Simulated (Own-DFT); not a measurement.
## Calculated data, Al₃GaN₄ (wurtzite random alloy, strained, atoms displaced)

Computed with Own-DFT development build. A calculation, not a measurement: plane-wave PBE density functional theory by an unreviewed code, no spin, of a simulated periodic cell, stress positive in tension, free energy of the whole cell less one offset for each atom, forces on such cells passed a denser k mesh, this cell's mesh not checked; offsets are fitted by least squares, one for each functional and potential file, so energies compare only between cells with the same atoms and settings and are not formation energies; the far tail of each file's local potential was reset to the Coulomb form; each entry is a single point on an unrelaxed cell, so the pressure reflects the starting lattice, mostly measured values, from which strain is counted, and rises with the displacements; printed positions are rounded, which can move forces by about a meV/angstrom; the program is a retired in-house code; no spin-orbit coupling.

Common to all runs: functional PBE; potential files PseudoDojo norm-conserving, scalar-relativistic, standard set with the stringent files for Ga; wave cutoff 96 hartree; occupations Gaussian; smearing width 0.01 eV; k mesh 4 x 4 x 3 centred on Gamma.

```json
{"entry": 1, "formula": "Al3GaN4", "kind": "wurtzite random alloy, strained, atoms displaced", "structure": {"cell_angstrom": [[9.5581, 0.0, 0.0], [-4.7791, 8.2776, 0.0], [0.0, 0.0, 10.0655]], "atoms_fractional": [["Al", 0.1105, 0.21834, 0.00172], ["Ga", 0.22177, 0.10733, 0.25006], ["N", 0.10131, 0.21346, 0.18622], ["N", 0.22011, 0.11123, 0.44286], ["Ga", 0.12666, 0.23324, 0.5085], ["Ga", 0.22944, 0.12893, 0.75349], ["N", 0.1079, 0.2137, 0.68785], ["N", 0.22126, 0.10614, 0.93945], ["Al", 0.11721, 0.55583, 0.00294], ["Al", 0.22879, 0.44873, 0.25198], ["N", 0.11716, 0.55363, 0.19435], ["N", 0.21039, 0.43764, 0.44568], ["Al", 0.10927, 0.54834, 0.50301], ["Al", 0.21961, 0.44111, 0.75531], ["N", 0.10902, 0.5525, 0.70276], ["N", 0.22104, 0.44019, 0.93579], ["Al", 0.11068, 0.89042, 0.00758], ["Al", 0.22556, 0.77695, 0.24941], ["N", 0.10492, 0.88766, 0.18734], ["N", 0.2208, 0.76717, 0.44574], ["Al", 0.10731, 0.88145, 0.48823], ["Al", 0.21252, 0.78189, 0.74844], ["N", 0.11487, 0.89403, 0.68523], ["N", 0.21026, 0.77097, 0.93505], ["Ga", 0.44973, 0.2259, 0.00391], ["Ga", 0.55637, 0.10971, 0.25476], ["N", 0.44216, 0.22465, 0.19231], ["N", 0.55407, 0.11043, 0.4442], ["Ga", 0.43813, 0.21431, 0.5026], ["Al", 0.55644, 0.10664, 0.74492], ["N", 0.44443, 0.22126, 0.68279], ["N", 0.55574, 0.10815, 0.94055], ["Al", 0.44305, 0.55334, 0.01302], ["Al", 0.55511, 0.44263, 0.24847], ["N", 0.4465, 0.55411, 0.18405], ["N", 0.54913, 0.44288, 0.44657], ["Al", 0.4379, 0.55663, 0.4982], ["Al", 0.55635, 0.44787, 0.7452], ["N", 0.45379, 0.56539, 0.69205], ["N", 0.55401, 0.44444, 0.945], ["Al", 0.43714, 0.88286, 0.99713], ["Al", 0.5566, 0.77986, 0.25696], ["N", 0.44933, 0.89141, 0.19496], ["N", 0.55346, 0.77624, 0.44733], ["Al", 0.44239, 0.88437, 0.50023], ["Al", 0.55516, 0.77565, 0.75832], ["N", 0.44632, 0.88685, 0.69246], ["N", 0.56235, 0.77609, 0.94394], ["Al", 0.76796, 0.22192, 0.00404], ["Ga", 0.88036, 0.10062, 0.25041], ["N", 0.78002, 0.22375, 0.19903], ["N", 0.88639, 0.10836, 0.44958], ["Al", 0.79015, 0.226, 0.49694], ["Al", 0.89409, 0.10998, 0.73775], ["N", 0.78511, 0.22539, 0.6841], ["N", 0.88348, 0.10007, 0.942], ["Al", 0.7795, 0.55301, 0.0043], ["Ga", 0.8842, 0.44893, 0.24942], ["N", 0.7816, 0.56038, 0.19502], ["N", 0.89882, 0.44858, 0.44227], ["Al", 0.77181, 0.55267, 0.496], ["Al", 0.88053, 0.43559, 0.7494], ["N", 0.77787, 0.54569, 0.70042], ["N", 0.88938, 0.44941, 0.93775], ["Al", 0.78442, 0.90029, 0.00995], ["Al", 0.88986, 0.78084, 0.26109], ["N", 0.76859, 0.88224, 0.19025], ["N", 0.90838, 0.78438, 0.44627], ["Ga", 0.77132, 0.88789, 0.50236], ["Al", 0.89508, 0.78703, 0.74647], ["N", 0.78465, 0.89231, 0.69204], ["N", 0.89586, 0.77536, 0.94401]]}, "results": {"free_energy_of_cell_above_offsets [eV]": "-22.924", "pressure [GPa]": -0.66, "stress_xx [GPa]": 3.11, "stress_yy [GPa]": 3.04, "stress_zz [GPa]": -4.15, "stress_yz [GPa]": 0.34, "stress_xz [GPa]": -0.48, "stress_xy [GPa]": 0.28, "force_element": ["Al", "Ga", "N", "N", "Ga", "Ga", "N", "N", "Al", "Al", "N", "N", "Al", "Al", "N", "N", "Al", "Al", "N", "N", "Al", "Al", "N", "N", "Ga", "Ga", "N", "N", "Ga", "Al", "N", "N", "Al", "Al", "N", "N", "Al", "Al", "N", "N", "Al", "Al", "N", "N", "Al", "Al", "N", "N", "Al", "Ga", "N", "N", "Al", "Al", "N", "N", "Al", "Ga", "N", "N", "Al", "Al", "N", "N", "Al", "Al", "N", "N", "Ga", "Al", "N", "N"], "force_x [eV/angstrom]": [-0.52, -0.86, 0.779, 0.223, -0.899, 1.397, -0.832, -0.42, -1.026, -0.706, 0.043, 1.664, -0.611, 0.047, 0.09, 0.405, -0.092, -0.338, 1.037, -0.005, 3.13, 1.17, -0.502, 1.21, -0.494, -0.431, 0.828, 1.321, 0.298, -0.013, 0.848, -0.007, 0.331, -0.007, -0.381, 0.082, 0.628, 0.477, -0.904, 0.143, 0.568, -0.256, -0.575, -0.691, -0.465, 0.306, -0.345, -1.12, 1.789, 0.568, -0.639, 0.552, -1.637, -1.288, -0.354, -0.178, -0.393, 1.957, -1.695, -1.596, 1.18, 1.125, -1.321, 0.473, 0.477, -0.06, 0.766, -4.326, 1.425, 0.837, -0.915, -1.272], "force_y [eV/angstrom]": [-0.2, 0.631, 1.541, -1.246, -2.598, -2.554, 2.369, 0.501, -0.531, -1.577, 0.823, 2.474, 0.959, 0.893, -0.092, -0.007, -0.676, -0.195, -0.999, 0.839, 2.342, -0.668, -0.215, 0.948, -0.652, 0.595, 0.326, -0.607, 0.402, 0.496, 0.884, -0.501, 0.257, 0.21, 0.265, 1.12, -0.386, -0.231, -1.578, 0.875, 0.124, -0.454, -1.461, -0.742, 0.644, 0.75, -0.132, -0.034, 0.29, 1.232, -0.036, 0.415, 0.054, -0.16, -1.064, 2.619, 1.039, -0.482, 0.358, -0.505, 0.038, 0.922, 1.6, -1.435, -2.695, -0.134, -0.779, -2.843, 0.195, -1.209, -0.857, 0.507], "force_z [eV/angstrom]": [-0.804, 0.129, 0.773, -0.62, -1.793, -0.317, 1.97, 1.521, -1.068, -0.24, -0.661, -1.501, 1.278, -1.112, -1.583, 2.151, -2.367, 0.329, 1.93, -1.082, 2.886, -0.239, -0.395, 1.749, -1.041, -0.126, 0.749, 0.569, -1.386, 0.145, 3.04, -0.403, -4.672, 0.602, 4.427, -1.477, 1.214, 0.83, -0.505, -0.454, -0.247, -0.893, -0.782, -1.526, 0.816, -0.487, 0.019, 0.88, -0.554, 0.831, -1.569, -1.001, 0.11, 1.797, 0.696, -0.743, -1.292, 0.569, -0.007, 0.43, 1.454, 0.501, -1.972, 1.586, -2.038, -1.586, 1.753, -1.423, 0.541, 1.116, 0.56, 0.016]}}
{"entry": 2, "formula": "Al3GaN4", "kind": "wurtzite random alloy, strained, atoms displaced", "structure": {"cell_angstrom": [[9.5581, 0.0, 0.0], [-4.7791, 8.2776, 0.0], [0.0, 0.0, 10.0655]], "atoms_fractional": [["Al", 0.11463, 0.23024, 0.0032], ["Ga", 0.22587, 0.11699, 0.2479], ["N", 0.11125, 0.22607, 0.19707], ["N", 0.22295, 0.10346, 0.44248], ["Al", 0.09945, 0.21918, 0.494], ["Ga", 0.21511, 0.1076, 0.74972], ["N", 0.10321, 0.21853, 0.68368], ["N", 0.21647, 0.11209, 0.93086], ["Al", 0.11895, 0.5588, 0.00063], ["Al", 0.22643, 0.43707, 0.24813], ["N", 0.11948, 0.55689, 0.18873], ["N", 0.2232, 0.44618, 0.43626], ["Ga", 0.10606, 0.56373, 0.49578], ["Ga", 0.22795, 0.45264, 0.74626], ["N", 0.11277, 0.56311, 0.69381], ["N", 0.22436, 0.44327, 0.93082], ["Ga", 0.11342, 0.89261, 0.99665], ["Al", 0.22677, 0.77951, 0.25651], ["N", 0.12106, 0.89749, 0.19044], ["N", 0.22248, 0.78565, 0.43355], ["Al", 0.1068, 0.8837, 0.49825], ["Al", 0.22821, 0.78084, 0.74514], ["N", 0.11591, 0.89546, 0.69657], ["N", 0.21694, 0.77371, 0.93796], ["Ga", 0.44345, 0.22114, 0.99567], ["Al", 0.56792, 0.12459, 0.24545], ["N", 0.4409, 0.22543, 0.18618], ["N", 0.54363, 0.11125, 0.4412], ["Al", 0.43988, 0.21102, 0.50102], ["Ga", 0.556, 0.11107, 0.75655], ["N", 0.44949, 0.22424, 0.69398], ["N", 0.55705, 0.11291, 0.93597], ["Al", 0.44522, 0.55058, 0.00379], ["Al", 0.54457, 0.41774, 0.25627], ["N", 0.45261, 0.55885, 0.18729], ["N", 0.5598, 0.44525, 0.43468], ["Al", 0.44427, 0.56597, 0.50257], ["Al", 0.55853, 0.4444, 0.75072], ["N", 0.44347, 0.55999, 0.68853], ["N", 0.55378, 0.44113, 0.93322], ["Al", 0.45303, 0.89578, 0.00133], ["Ga", 0.55167, 0.77456, 0.25471], ["N", 0.44481, 0.89418, 0.18699], ["N", 0.55662, 0.78131, 0.43773], ["Al", 0.44051, 0.88823, 0.50635], ["Al", 0.54524, 0.77235, 0.74952], ["N", 0.43605, 0.88099, 0.69264], ["N", 0.55619, 0.77863, 0.9354], ["Al", 0.7737, 0.21607, 0.00052], ["Al", 0.88888, 0.10991, 0.24917], ["N", 0.77646, 0.22207, 0.18828], ["N", 0.89036, 0.10549, 0.44012], ["Al", 0.77382, 0.22854, 0.49996], ["Al", 0.89727, 0.11012, 0.75431], ["N", 0.77015, 0.2225, 0.68926], ["N", 0.88157, 0.10899, 0.93851], ["Ga", 0.77042, 0.55926, 0.0013], ["Al", 0.88652, 0.43954, 0.25439], ["N", 0.77069, 0.54134, 0.19135], ["N", 0.8901, 0.44571, 0.4419], ["Al", 0.77594, 0.54234, 0.48883], ["Al", 0.88799, 0.43702, 0.74309], ["N", 0.76709, 0.54196, 0.69306], ["N", 0.88394, 0.44805, 0.94715], ["Al", 0.77629, 0.89508, 0.01062], ["Al", 0.8983, 0.78259, 0.25249], ["N", 0.79464, 0.89855, 0.19515], ["N", 0.88785, 0.76871, 0.43995], ["Al", 0.77686, 0.88631, 0.48595], ["Al", 0.89481, 0.78454, 0.75059], ["N", 0.77598, 0.89276, 0.68718], ["N", 0.88075, 0.76616, 0.94436]]}, "results": {"free_energy_of_cell_above_offsets [eV]": "-22.561", "pressure [GPa]": -0.38, "stress_xx [GPa]": 4.09, "stress_yy [GPa]": 2.16, "stress_zz [GPa]": -5.1, "stress_yz [GPa]": -0.46, "stress_xz [GPa]": 0.45, "stress_xy [GPa]": -0.71, "force_element": ["Al", "Ga", "N", "N", "Al", "Ga", "N", "N", "Al", "Al", "N", "N", "Ga", "Ga", "N", "N", "Ga", "Al", "N", "N", "Al", "Al", "N", "N", "Ga", "Al", "N", "N", "Al", "Ga", "N", "N", "Al", "Al", "N", "N", "Al", "Al", "N", "N", "Al", "Ga", "N", "N", "Al", "Al", "N", "N", "Al", "Al", "N", "N", "Al", "Al", "N", "N", "Ga", "Al", "N", "N", "Al", "Al", "N", "N", "Al", "Al", "N", "N", "Al", "Al", "N", "N"], "force_x [eV/angstrom]": [-0.289, -0.134, -0.492, -1.175, 2.103, 0.656, 0.102, -0.482, -1.471, -0.674, -0.362, 0.212, 2.015, -0.64, -0.688, -0.022, -0.195, -0.124, -0.32, 0.549, -0.314, -1.904, 0.053, 1.676, -0.441, -1.7, 1.59, 2.733, -1.506, -0.343, -1.08, 0.54, -0.02, 0.061, -0.197, -1.061, 0.794, -0.669, 1.397, -1.45, -0.995, 0.136, 0.293, -0.657, 0.237, 1.652, 1.003, -0.027, -0.128, -0.12, 1.057, -1.944, 0.472, -1.87, 2.178, 1.057, 1.14, 0.653, -0.093, -0.149, -1.98, -1.041, 1.478, 2.04, 0.705, 0.127, -0.72, -0.12, 0.481, -1.062, 0.34, -0.871], "force_y [eV/angstrom]": [-0.772, -1.129, -0.364, 0.698, 0.634, 1.949, 0.815, 0.765, -0.39, 2.359, -0.307, -0.194, -0.336, -1.367, -0.404, 0.139, -1.047, 0.091, -1.543, -0.032, 0.888, -0.435, -2.59, 0.776, 0.205, -2.181, -1.811, -0.451, 1.836, -0.087, 0.02, -0.813, 0.701, 4.849, -1.892, -0.937, -1.595, -0.307, -0.042, 0.431, -1.386, 0.551, 0.675, 0.073, 0.552, 1.147, 0.587, -0.041, 2.147, 0.808, -0.108, 0.634, -1.704, -0.463, -0.204, 0.392, -1.935, 1.057, 0.893, -1.482, 1.559, 1.235, 1.863, -1.459, -1.286, -1.153, -0.947, 0.368, -0.092, -1.488, -0.655, 3.727], "force_z [eV/angstrom]": [-0.852, 0.982, -1.587, 0.358, 0.69, -1.731, -0.058, 3.034, -0.492, 0.323, 1.055, 0.485, 0.649, -0.904, -0.884, 2.909, 0.156, -2.995, 0.521, 2.111, 0.609, 1.725, -1.796, -0.192, -0.677, 0.742, -0.212, -0.927, 1.131, -2.257, -0.978, 2.999, -1.456, -0.812, 0.582, 1.585, -0.866, -0.929, -0.403, 0.904, -0.796, -1.859, 0.704, 1.952, -1.094, 0.003, -0.848, 1.535, -0.878, 0.52, 0.73, -0.969, 0.454, -1.361, -0.583, 1.327, 0.27, -2.073, 1.838, -0.92, 1.991, 1.962, -1.469, -1.102, -1.914, -0.907, 0.026, 0.046, 2.102, -0.074, -0.168, -0.986]}}
{"entry": 3, "formula": "Al3GaN4", "kind": "wurtzite random alloy, strained, atoms displaced", "structure": {"cell_angstrom": [[9.5581, 0.0, 0.0], [-4.7791, 8.2776, 0.0], [0.0, 0.0, 10.0655]], "atoms_fractional": [["Al", 0.1183, 0.2295, 0.00254], ["Al", 0.22383, 0.12453, 0.24378], ["N", 0.11929, 0.23297, 0.19022], ["N", 0.23319, 0.11182, 0.44239], ["Ga", 0.11758, 0.22511, 0.50107], ["Ga", 0.23009, 0.11802, 0.75563], ["N", 0.11132, 0.21666, 0.69446], ["N", 0.22527, 0.10945, 0.93726], ["Al", 0.10729, 0.5605, 0.00781], ["Al", 0.2167, 0.43658, 0.24993], ["N", 0.12155, 0.56399, 0.1948], ["N", 0.2246, 0.4487, 0.43637], ["Al", 0.1163, 0.55707, 0.50353], ["Ga", 0.22926, 0.43795, 0.74682], ["N", 0.11542, 0.5604, 0.68869], ["N", 0.22325, 0.44856, 0.93673], ["Al", 0.10346, 0.88667, 0.00321], ["Al", 0.22011, 0.78001, 0.25071], ["N", 0.10189, 0.89141, 0.1965], ["N", 0.2319, 0.78261, 0.43677], ["Ga", 0.11059, 0.88934, 0.49701], ["Al", 0.23453, 0.78148, 0.74454], ["N", 0.11018, 0.88331, 0.68641], ["N", 0.21745, 0.78207, 0.9486], ["Al", 0.44471, 0.22873, 0.99716], ["Al", 0.55345, 0.11512, 0.25932], ["N", 0.43775, 0.20911, 0.19366], ["N", 0.55854, 0.11997, 0.4427], ["Al", 0.44649, 0.22407, 0.49822], ["Al", 0.56382, 0.11624, 0.75062], ["N", 0.45181, 0.21491, 0.69221], ["N", 0.54524, 0.10469, 0.94825], ["Al", 0.4464, 0.56199, 0.00107], ["Al", 0.55295, 0.44521, 0.24726], ["N", 0.4487, 0.549, 0.19205], ["N", 0.54059, 0.42899, 0.4376], ["Al", 0.44789, 0.55331, 0.5025], ["Al", 0.54491, 0.45036, 0.75064], ["N", 0.44495, 0.55769, 0.69631], ["N", 0.5594, 0.44695, 0.93827], ["Al", 0.44882, 0.89322, 0.00335], ["Ga", 0.55166, 0.77677, 0.25421], ["N", 0.43512, 0.89682, 0.19291], ["N", 0.56029, 0.78366, 0.43839], ["Al", 0.43284, 0.87859, 0.49965], ["Al", 0.55195, 0.77522, 0.74324], ["N", 0.45115, 0.88817, 0.69524], ["N", 0.55286, 0.78302, 0.93899], ["Al", 0.78402, 0.22317, 0.00958], ["Al", 0.90122, 0.11881, 0.24478], ["N", 0.77831, 0.21637, 0.18762], ["N", 0.88659, 0.11009, 0.43602], ["Ga", 0.77377, 0.22398, 0.49164], ["Al", 0.87361, 0.1096, 0.74175], ["N", 0.76484, 0.22119, 0.67589], ["N", 0.88649, 0.10689, 0.93872], ["Ga", 0.78437, 0.55533, 0.99502], ["Ga", 0.88306, 0.44266, 0.24926], ["N", 0.78157, 0.55915, 0.18904], ["N", 0.89451, 0.44086, 0.44569], ["Al", 0.78041, 0.55905, 0.49963], ["Ga", 0.8887, 0.44816, 0.74583], ["N", 0.77674, 0.5594, 0.69413], ["N", 0.88445, 0.44839, 0.95314], ["Al", 0.77496, 0.88586, 0.99812], ["Al", 0.88987, 0.77516, 0.25467], ["N", 0.77169, 0.89269, 0.18425], ["N", 0.88663, 0.77711, 0.44387], ["Al", 0.77902, 0.888, 0.50899], ["Al", 0.88209, 0.77973, 0.75477], ["N", 0.77762, 0.88893, 0.69304], ["N", 0.87847, 0.77049, 0.93751]]}, "results": {"free_energy_of_cell_above_offsets [eV]": "-23.137", "pressure [GPa]": -0.76, "stress_xx [GPa]": 2.66, "stress_yy [GPa]": 3.09, "stress_zz [GPa]": -3.49, "stress_yz [GPa]": 0.4, "stress_xz [GPa]": -0.18, "stress_xy [GPa]": 0.55, "force_element": ["Al", "Al", "N", "N", "Ga", "Ga", "N", "N", "Al", "Al", "N", "N", "Al", "Ga", "N", "N", "Al", "Al", "N", "N", "Ga", "Al", "N", "N", "Al", "Al", "N", "N", "Al", "Al", "N", "N", "Al", "Al", "N", "N", "Al", "Al", "N", "N", "Al", "Ga", "N", "N", "Al", "Al", "N", "N", "Al", "Al", "N", "N", "Ga", "Al", "N", "N", "Ga", "Ga", "N", "N", "Al", "Ga", "N", "N", "Al", "Al", "N", "N", "Al", "Al", "N", "N"], "force_x [eV/angstrom]": [-0.442, 1.286, -0.49, -1.264, -0.28, 0.453, -1.561, -1.081, 0.794, 0.415, -0.234, 0.512, -0.294, -2.49, 0.557, -0.033, 0.349, -0.053, 0.635, -1.353, 0.508, -1.946, -0.17, 0.683, 0.91, 0.556, -0.353, -1.048, 0.36, -1.017, -1.327, 1.358, 0.175, 1.261, -1.825, 0.95, -0.583, 3.347, 0.567, -1.656, -1.258, -0.298, 1.194, -0.023, 2.029, 0.449, -0.555, 0.605, -1.139, -1.441, -0.275, 1.018, 1.081, 1.337, 2.039, 0.141, -2.688, 1.165, -1.292, -0.913, -0.001, 0.205, -1.364, 3.557, -0.502, -1.488, 1.74, -0.786, -0.246, 1.833, -0.747, 0.446], "force_y [eV/angstrom]": [-0.608, -2.067, -1.307, 0.467, -0.651, -1.787, -0.016, 0.453, 0.348, 2.979, -1.051, 0.42, 0.033, 0.215, -0.083, -0.086, 0.211, 0.648, 0.415, -1.713, 0.267, -0.121, -0.08, -0.5, -1.084, -0.959, 2.466, -1.987, -1.218, -1.131, 2.034, 1.88, -0.128, -1.084, 0.238, 2.917, 0.234, -1.573, 0.674, -0.233, -0.498, 0.618, -0.369, -0.998, 2.277, 0.756, 0.417, -0.777, -0.625, -1.628, 0.231, -0.623, -0.641, 0.688, 0.096, 0.993, 0.671, 0.098, -0.102, 2.452, -1.054, -0.196, 0.173, -2.266, 0.163, 0.61, 0.092, -0.533, 0.65, -0.115, -0.098, 2.109], "force_z [eV/angstrom]": [-1.754, 1.461, -0.695, -1.341, -0.272, -1.906, -0.444, 3.085, -1.042, 0.263, -0.183, 0.887, -1.074, 0.605, 0.138, 1.865, -0.306, -0.527, -0.519, 0.342, 0.349, 1.592, 1.554, -0.904, 0.527, -1.473, -0.979, -0.322, 1.117, 1.127, -0.493, -1.271, -0.191, 0.144, -0.682, 0.301, -1.109, 0.243, -2.038, 0.212, 0.242, -1.62, 0.189, 2.838, 0.309, 1.679, -1.313, -0.196, -2.153, 0.566, 1.861, 0.187, -0.345, 1.017, 2.921, -0.056, 0.944, 0.269, 1.166, -0.415, 0.439, 0.641, -0.9, -1.597, -0.072, -0.672, 0.79, -0.486, -1.962, -1.068, -0.031, 0.546]}}
```
